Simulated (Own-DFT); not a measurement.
Simulation results for GaP (zincblende, strongly disordered by large displacements)

A calculation, not a measurement: plane-wave PBE density functional theory by an unreviewed code, no spin, of a simulated periodic cell, stress positive in tension, free energy of the whole cell less one offset for each atom, forces on such cells passed a denser k mesh, this cell's mesh not checked; broken bonds can close the gap or carry spin, so checks made on this kind of crystal may not hold here; offsets are fitted by least squares, one for each functional and potential file, so energies compare only between cells with the same atoms and settings and are not formation energies; the far tail of each file's local potential was reset to the Coulomb form; each entry is a single point on an unrelaxed cell, so the pressure reflects the starting lattice, mostly measured values (interpolated for alloys), from which strain is counted, and rises with the displacements; printed positions are rounded, which can move forces by about a meV/angstrom; the program, named Own-DFT, is a retired in-house code; no spin-orbit coupling. Program: Own-DFT development build.

```xyz
64
Lattice="10.9010 0.0000 0.0000 0.0000 10.9010 0.0000 0.0000 0.0000 10.9010" Properties=species:S:1:pos:R:3:force_x:R:1:force_y:R:1:force_z:R:1 formula=GaP functional=PBE potential_files=PseudoDojo_norm-conserving,scalar-relativistic,standard_set wave_cutoff=42 occupations=Fermi-Dirac smearing_width=0.1 hardware=one_NVIDIA_H100 k_mesh=3_x_3_x_3_centred_on_Gamma free_energy_of_cell_above_offsets=3.846 pressure=11.57 stress_xx=-12.23 stress_yy=-11.01 stress_zz=-11.48 stress_yz=-0.01 stress_xz=1.97 stress_xy=1.97 wall_time=546.9
Ga     0.0124     0.0814     0.0677      0.201     -0.034      0.475
Ga    10.8938     2.7479     2.6625      0.061      1.109      0.363
Ga     2.6682     0.0998     2.6982       1.35     -0.996      0.516
Ga     2.5898     2.8290     0.2199      2.904      0.721     -1.428
P      1.3943     1.5085     1.3544     -1.697      -2.03      1.368
P      1.4578     4.2038     3.8771     -2.183     -1.535      2.369
P      4.1834     1.2587     4.3954     -3.097      2.681     -4.573
P      3.6790     4.4779     1.7367      5.629     -7.148     -5.584
Ga    10.6100     0.2602     5.2478      5.229     -6.651      5.869
Ga     0.2594     2.5790     8.2621     -1.472      1.123      0.874
Ga     2.8350    10.8118     7.8554     -3.906       3.43      5.111
Ga     2.6313     2.6737     5.2261       0.02       1.03      1.734
P      1.3663     1.2945     6.7995      0.041      0.138     -1.883
P      1.6516     4.3421     9.7514     -4.117     -6.486      3.614
P      4.0706     1.3128     9.4792     -0.067      0.687      1.238
P      3.9902     4.0039     6.9588     -1.797       1.36     -1.668
Ga     0.1799     5.4183    10.8602     -3.055      1.735      2.037
Ga     0.1573     8.4333     2.8178     -4.735      0.106      -0.06
Ga     2.6320     5.6618     2.8031     -7.713      1.446     -0.121
Ga     2.7605     8.0143     0.3809     -1.714      0.206     -1.903
P      1.0507     7.0131     1.6162      2.066      -3.39     -3.441
P      1.5645     9.2493     4.0346      0.217      5.418      1.301
P      3.6541     6.9086     3.8633      6.715      3.998      5.253
P      4.0154     9.5977     1.1686      1.901       1.45      2.121
Ga     0.0050     5.5215     5.5372     -0.269     -0.164     -2.487
Ga    10.8622     7.7018     8.3203      2.198      3.798      -1.18
Ga     2.3810     5.3690     8.3331      4.363      4.375     -7.697
Ga     2.7522     8.1803     5.4626       1.19      0.371      0.519
P      1.4017     6.9191     6.6006     -1.499      -1.88      3.145
P      1.1830     9.7282     9.5806      1.805     -2.605     -1.513
P      3.7223     6.6542     9.6624      1.169      2.138     -1.149
P      3.9048     9.5145     6.8373      5.126     -3.904     -3.477
Ga     5.6544     0.2033     0.0622     -0.868     -2.039     -1.576
Ga     5.2336     2.7626     2.5704      0.404     -0.321       1.46
Ga     8.4788     0.0881     2.4878      1.322      -0.65      5.638
Ga     7.9956     2.4230     0.3848      3.564      4.431     -4.421
P      7.0392     1.1390     1.6276     -7.334      1.454     -0.162
P      6.9091     3.8301     3.9153     -2.406        2.3     -0.733
P      9.6349     1.4785     4.1665     -3.917      4.388     -5.983
P      9.5207     4.2542     1.5436      1.226     -2.231     -3.133
Ga     5.5050    10.8713     5.2558      0.387     -2.777      1.978
Ga     5.3332     2.6288     8.0509      1.647      0.348      0.841
Ga     8.0711    10.5697     7.9517     -3.975      4.796      4.744
Ga     8.0117     2.6154     5.2809     -0.337     -1.418        2.1
P      6.5820     1.0684     6.7733      1.928      2.535      1.195
P      6.7920     4.5941     9.1110     -4.465     -4.495      3.675
P      9.6448     1.2486     9.5855     -2.092      1.468      -0.74
P      9.4322     4.0765     6.3851        0.7      -0.04      2.949
Ga     4.9810     5.4898     0.1772      2.776       0.27     -0.848
Ga     5.4849     8.0952     2.9456      0.481       1.06     -1.916
Ga     8.3860     5.3465     2.9734     -2.556      0.359     -0.151
Ga     8.3320     7.8334     0.1761      2.352      7.305     -0.212
P      6.9778     6.8617     1.1250     -6.914     -4.804       5.71
P      6.9304     9.7501     4.0617     -0.374     -1.396     -1.827
P      9.2940     7.1035     3.8094      2.483      0.375      1.585
P      9.6330     9.6624     1.4819      2.146     -3.387     -2.761
Ga     5.3398     5.6427     5.7761     -3.246      -2.67     -2.849
Ga     5.5312     8.0609     7.8447      0.086      0.006      1.929
Ga     8.2926     5.5661     8.1247      5.496     -2.208      0.346
Ga     8.2120     8.3722     5.2721     -0.561     -0.793      1.477
P      6.9607     6.3417     6.8322     -1.123      5.868     -2.579
P      6.9994     9.4413     9.4816     -1.779     -0.815      1.397
P      9.2468     6.9987     9.4940      3.125     -3.119     -1.779
P      9.3012     9.7344     6.7582      6.961     -4.299     -5.099
```

Units: wave_cutoff in hartree; smearing_width, free_energy_of_cell_above_offsets in eV; pressure, stress_xx, stress_yy, stress_zz, stress_yz, stress_xz, stress_xy in GPa; wall_time in s; force_x, force_y, force_z in eV/Å.
